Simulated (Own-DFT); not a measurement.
# Point defects and the pressure they add: D0_22 TiAl3

The numbers are computed, not measured, by runs of the plane-wave DFT program Own-DFT (in-house, retired, unreviewed) at fixed positions, with no spin and no spin-orbit coupling.

Settings: PBE; PseudoDojo norm-conserving scalar-relativistic files; cutoff 42 hartree; 4 x 4 x 4 k mesh centred on Gamma; cold (Marzari-Vanderbilt) smearing of 0.2 eV.

Keep in mind: forces on such cells failed a check on a denser k mesh; stress not checked against mesh or cutoff.

All runs share one cell, with vectors in Å (-2.365, -6.981, 4.326); (-7.667, 3.491, 1.442); (-2.950, -3.488, -7.241) and a volume of 625.4 Å³. Atoms were moved at random from their sites; u is the rms move along one axis. The defect's site can differ from row to row.

| cell | formula | u (Å) | P (GPa) |
|---|---|---|---|
| no defect | Al30Ti10 | 0.0197 | 1.95 |
| no defect | Al30Ti10 | 0.0207 | 1.98 |
| no defect | Al30Ti10 | 0.0510 | 2.62 |
| two Al on a Ti site each | Al32Ti8 | 0.0317 | 2.94 |
| two Al on a Ti site each | Al32Ti8 | 0.0530 | 3.44 |
| two Al on a Ti site each | Al32Ti8 | 0.0564 | 3.50 |
| two Al vacancies | Al28Ti10 | 0.0281 | ? |
| two Al vacancies | Al28Ti10 | 0.0298 | 1.22 |
| two Al vacancies | Al28Ti10 | 0.0488 | 1.67 |
| two Al vacancies | Al28Ti10 | 0.0492 | 1.56 |
| two Ti on an Al site each | Al28Ti12 | 0.0314 | 3.37 |
| two Ti on an Al site each | Al28Ti12 | 0.0483 | 3.76 |
| two Ti on an Al site each | Al28Ti12 | 0.0538 | 3.98 |

## What the rows give

P = P0 + c u² + a shift for each defect gives P0 = 1.85 GPa, c = 286 ± 14 GPa/Å² and a scatter of 0.04 GPa. The shifts, and each times the cell's volume:

- two Ti on an Al site each: 1.25 ± 0.04 GPa, 4.9 eV (2.4 eV for each of its 2 sites)
- two Al on a Ti site each: 0.77 ± 0.04 GPa, 3.0 eV (1.5 eV for each of its 2 sites)
- two Al vacancies: -0.91 ± 0.04 GPa, -3.6 eV (-1.8 eV for each of its 2 sites)

Positive is outwards. The product with the volume (160.2 GPa Å³ to the eV) is nearly free of the cell's size; divided by the bulk modulus at the cell's pressure it gives the volume that the defect adds. The atoms around the defects weren't relaxed, which would change these numbers.

## Prediction

Asked: what pressure belongs in the blank (two Al vacancies, u = 0.0281 Å)?

The fitted form gives 1.17 ± 0.05 GPa. Computed: 1.20 GPa.
